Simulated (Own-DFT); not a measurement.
## Calculated data, Hf₃₂O₆₃ (monoclinic hafnia with one vacancy, atoms displaced)

All values are calculated (Own-DFT development build). A calculation, not a measurement: plane-wave density functional theory by an unreviewed code, no spin, of a simulated periodic cell, stress positive in tension, run twice, with PBE and with PBEsol, both on files made for PBE, so the change isn't that of files made for PBEsol, defect cell not probed for a lower state with spin; hafnium file: forces about 75 meV/angstrom off all-electron values; oxygen file: force components 24 meV/angstrom off all-electron in one glass; forces on such cells passed a denser k mesh, this cell's mesh not checked; the far tail of each file's local potential was reset to the Coulomb form; each entry is a single point on an unrelaxed cell, so the pressure reflects the starting lattice, mostly measured values (interpolated for alloys), from which strain is counted, and rises with the displacements; printed positions are rounded, which can move forces by about a meV/angstrom; the program, named Own-DFT, is a retired in-house code; no spin-orbit coupling; stress was not checked against mesh or cutoff.

Entry: Hf₃₂O₆₃ (monoclinic hafnia with one vacancy, atoms displaced)

```
Hf32O63
1.0
     10.2340     0.0000     0.0000
      0.0000    10.3500     0.0000
     -1.6955     0.0000    10.4453
Hf O Hf O Hf O Hf O Hf O Hf O Hf O Hf O
4 8 4 8 4 8 4 8 4 8 4 8 4 8 4 7
Direct
  0.13735 0.02209 0.09608
  0.35781 0.26169 0.13405
  0.35819 0.48028 0.39882
  0.13777 0.23312 0.34962
  0.03827 0.16057 0.17572
  0.45619 0.42253 0.07127
  0.46544 0.32776 0.32807
  0.04037 0.07391 0.42634
  0.22009 0.38180 0.24128
  0.28063 0.12626 0.00526
  0.26681 0.11988 0.25850
  0.22318 0.37315 0.48322
  0.13983 0.01431 0.60707
  0.36659 0.26876 0.64810
  0.37372 0.47307 0.89793
  0.13632 0.22810 0.85399
  0.03275 0.16318 0.68169
  0.46156 0.41994 0.58017
  0.46830 0.32965 0.82824
  0.03409 0.07743 0.92055
  0.22256 0.38062 0.74044
  0.27275 0.13148 0.51109
  0.27315 0.11805 0.75219
  0.22405 0.37659 0.98970
  0.13245 0.52080 0.09803
  0.36423 0.77400 0.14387
  0.36111 0.98106 0.39667
  0.14385 0.73553 0.35471
  0.04273 0.66526 0.17653
  0.45766 0.92343 0.07363
  0.46276 0.83520 0.32212
  0.03296 0.58198 0.41837
  0.21457 0.88109 0.23810
  0.27072 0.62760 0.00644
  0.28222 0.61671 0.26420
  0.22711 0.86885 0.49418
  0.13558 0.51577 0.60643
  0.36139 0.77122 0.64671
  0.36560 0.98841 0.90038
  0.13805 0.72479 0.84605
  0.03583 0.66630 0.67889
  0.46333 0.91801 0.57565
  0.46196 0.83301 0.82441
  0.03452 0.57898 0.92826
  0.22011 0.87776 0.74238
  0.27123 0.63222 0.51255
  0.27627 0.61460 0.76194
  0.22743 0.87706 0.98310
  0.64039 0.01729 0.10375
  0.86366 0.27047 0.15489
  0.86016 0.48270 0.40077
  0.63662 0.22472 0.36326
  0.54222 0.16716 0.17319
  0.96637 0.42048 0.07473
  0.96099 0.33219 0.31752
  0.53227 0.07681 0.42261
  0.73393 0.37758 0.24143
  0.77751 0.13074 0.00393
  0.77487 0.11158 0.26391
  0.72478 0.37630 0.48770
  0.63919 0.01602 0.59825
  0.86281 0.26357 0.64823
  0.87432 0.47913 0.89778
  0.64107 0.23409 0.85409
  0.53825 0.15425 0.68478
  0.96000 0.41344 0.58165
  0.96097 0.33693 0.82848
  0.53792 0.08703 0.92598
  0.72004 0.37868 0.73714
  0.78084 0.12507 0.51476
  0.77459 0.11654 0.76222
  0.72143 0.37186 0.99114
  0.63147 0.51880 0.09869
  0.86198 0.76810 0.14102
  0.86140 0.97877 0.39714
  0.63873 0.72346 0.35298
  0.53635 0.66571 0.16625
  0.96574 0.91288 0.07242
  0.97510 0.82552 0.33127
  0.53545 0.57021 0.43080
  0.72255 0.88968 0.23745
  0.77702 0.63011 0.01211
  0.77081 0.61583 0.25515
  0.72605 0.86898 0.49260
  0.63087 0.52417 0.60443
  0.87282 0.77630 0.64594
  0.85686 0.96704 0.90398
  0.63842 0.72756 0.85454
  0.54214 0.67021 0.67052
  0.96026 0.91876 0.57907
  0.96700 0.84246 0.82845
  0.53294 0.58057 0.92515
  0.71852 0.88893 0.73816
  0.77052 0.61640 0.76098
  0.72283 0.87502 0.98812
```

Here we set functional PBE, then PBEsol, potential files PseudoDojo norm-conserving, scalar-relativistic, standard set, wave cutoff 72 hartree, occupations Fermi-Dirac, smearing width 0.1 eV and k mesh 2 x 2 x 2 centred on Gamma.

Results for Hf₃₂O₆₃ (monoclinic hafnia with one vacancy, atoms displaced): PBE pressure 5.86 GPa; PBE stress xx -5.84 GPa; PBE stress yy -5.14 GPa; PBE stress zz -6.58 GPa; PBE stress yz -0.13 GPa; PBE stress xz -0.9 GPa; PBE stress xy -0.99 GPa; PBEsol pressure -0.53 GPa; PBEsol stress xx 0.58 GPa; PBEsol stress yy 1.16 GPa; PBEsol stress zz -0.15 GPa; PBEsol stress yz -0.13 GPa; PBEsol stress xz -0.5 GPa; PBEsol stress xy -0.98 GPa; rms change of force components from PBE to PBEsol 0.052 eV/Å.

Force:
```csv
force element,PBE force x (eV/Å),PBE force y (eV/Å),PBE force z (eV/Å),PBEsol force x (eV/Å),PBEsol force y (eV/Å),PBEsol force z (eV/Å)
Hf,-0.518,-1.091,0.823,-0.51,-1.03,0.783
Hf,0.832,1.963,3.115,0.797,1.954,3.06
Hf,0.005,-0.771,-1.347,-0.011,-0.792,-1.292
Hf,-0.029,-0.645,0.634,-0.001,-0.664,0.569
O,-0.994,0.482,-0.624,-0.947,0.493,-0.553
O,0.565,-1.475,1.967,0.556,-1.418,1.83
O,-0.441,0.141,-0.114,-0.418,0.116,-0.14
O,-0.455,0.657,-0.49,-0.451,0.606,-0.419
O,0.499,-0.982,-0.669,0.53,-0.975,-0.635
O,-0.69,0.896,0.095,-0.719,0.863,0.101
O,1.619,0.197,-0.486,1.514,0.204,-0.484
O,-0.578,-0.011,1.281,-0.499,0.006,1.236
Hf,0.002,1.364,-0.451,0.024,1.379,-0.464
Hf,-0.095,-0.531,-0.5,-0.095,-0.482,-0.452
Hf,-3.067,1.051,-1.54,-2.989,0.983,-1.459
Hf,-0.637,0.051,-0.482,-0.629,-0.008,-0.517
O,0.425,-0.295,-0.665,0.411,-0.258,-0.587
O,-0.575,-0.906,0.658,-0.563,-0.868,0.589
O,-0.721,0.082,-0.243,-0.707,0.072,-0.284
O,0.618,1.147,0.132,0.633,1.108,0.194
O,0.3,-1.068,-0.189,0.348,-1.041,-0.193
O,0.532,-0.149,-0.134,0.462,-0.161,-0.125
O,0.028,0.546,1.093,-0.037,0.536,1.065
O,-0.105,-1.807,-0.495,-0.036,-1.766,-0.477
Hf,2.11,0.159,2.517,2.048,0.194,2.419
Hf,-1.225,-0.91,-0.408,-1.188,-0.84,-0.37
Hf,-0.903,-0.281,-0.194,-0.87,-0.317,-0.151
Hf,0.22,-1.903,-0.342,0.21,-1.886,-0.364
O,-1.258,0.699,-0.797,-1.223,0.698,-0.743
O,1.084,-0.321,1.17,1.048,-0.299,1.086
O,0.319,-0.328,0.417,0.299,-0.338,0.352
O,-0.047,-0.203,0.959,-0.055,-0.224,0.986
O,1.057,-0.255,-0.08,1.082,-0.262,-0.066
O,0.447,0.909,0.236,0.367,0.879,0.224
O,0.125,1.04,-0.406,0.057,1.014,-0.375
O,-0.062,0.672,0.063,-0.003,0.661,0.066
Hf,0.482,0.142,-1.036,0.494,0.172,-1.026
Hf,0.377,0.009,0.297,0.361,0.065,0.306
Hf,0.527,-1.661,-2.203,0.499,-1.664,-2.099
Hf,1.17,0.972,2.728,1.167,0.914,2.627
O,-0.175,-0.728,-1.138,-0.154,-0.673,-1.045
O,-0.258,-0.525,-0.006,-0.259,-0.497,-0.057
O,0.415,-0.105,0.57,0.407,-0.128,0.494
O,0.806,2.021,-1.789,0.788,1.924,-1.69
O,0.238,-0.511,-0.587,0.28,-0.51,-0.589
O,0.25,-0.543,0.267,0.186,-0.531,0.256
O,0.041,0.62,-0.542,-0.044,0.62,-0.532
O,-0.529,-0.752,0.613,-0.452,-0.705,0.607
Hf,-0.265,2.082,-0.422,-0.249,2.086,-0.425
Hf,-0.627,-0.395,-2.63,-0.618,-0.318,-2.52
Hf,0.266,-0.38,-0.939,0.32,-0.519,-0.971
Hf,0.104,1.387,-1.808,0.088,1.317,-1.806
O,-0.936,0.375,-0.195,-0.909,0.362,-0.15
O,-1.022,-1.454,0.699,-0.989,-1.381,0.617
O,1.139,0.334,2.306,1.106,0.296,2.177
O,0.681,0.835,-0.325,0.672,0.798,-0.265
O,-1.527,0.175,0.015,-1.399,0.171,0.023
O,-0.07,-0.356,1.42,-0.145,-0.372,1.375
O,0.286,1.567,-0.071,0.214,1.519,-0.061
O,-0.329,-1,0.163,-0.256,-0.977,0.142
Hf,-0.343,0.378,2.308,-0.328,0.399,2.259
Hf,-1.341,0.607,0.693,-1.312,0.625,0.713
Hf,-3.756,-0.253,-0.58,-3.646,-0.297,-0.525
Hf,1.852,-1.362,0.288,1.821,-1.38,0.258
O,-1.18,0.873,-1.579,-1.14,0.887,-1.501
O,0.971,0.659,-0.272,0.947,0.656,-0.312
O,1.594,-1.566,-0.312,1.552,-1.534,-0.347
O,-0.533,-0.155,0.03,-0.527,-0.177,0.073
O,0.227,-0.536,-0.029,0.275,-0.54,-0.026
O,-0.373,0.121,-0.826,-0.424,0.098,-0.807
O,0.629,0.707,-0.312,0.549,0.703,-0.314
O,0.261,0.469,0.169,0.298,0.462,0.164
Hf,1.849,-1.06,1.266,1.807,-0.978,1.19
Hf,0.932,-0.382,1.883,0.915,-0.339,1.84
Hf,1.221,-0.457,-0.669,1.181,-0.461,-0.626
Hf,-0.527,0.127,0.097,-0.579,0.147,-0.041
O,-0.702,0.922,0.599,-0.681,0.904,0.633
O,-0.083,-0.734,1.191,-0.103,-0.706,1.1
O,-2.743,1.521,-0.356,-2.656,1.467,-0.394
O,0.998,2.406,-2.144,0.965,2.326,-2.03
O,0.716,-2.9,0.799,0.759,-2.818,0.771
O,-0.246,0.396,-0.307,-0.301,0.405,-0.285
O,0.019,0.933,0.971,-0.056,0.911,0.957
O,0.026,-1.034,-0.998,0.092,-0.979,-0.973
Hf,2.21,-1.296,0.999,2.041,-1.286,1.017
Hf,-2.921,-0.617,0.661,-2.787,-0.432,0.767
Hf,0.406,3.903,-2.633,0.396,3.78,-2.557
Hf,-0.192,0.222,-0.972,-0.179,0.168,-0.99
O,-1.612,1.097,0.407,-1.561,1.065,0.454
O,1.017,0.404,0.09,0.975,0.389,0.05
O,0.628,-1.926,-0.865,0.595,-1.895,-0.899
O,1.202,1.306,-0.907,1.176,1.238,-0.818
O,0.606,-2.276,0.712,0.649,-2.211,0.694
O,0.77,0.877,0.082,0.658,0.851,0.1
O,-1.013,-1.61,0.626,-0.91,-1.557,0.609
```
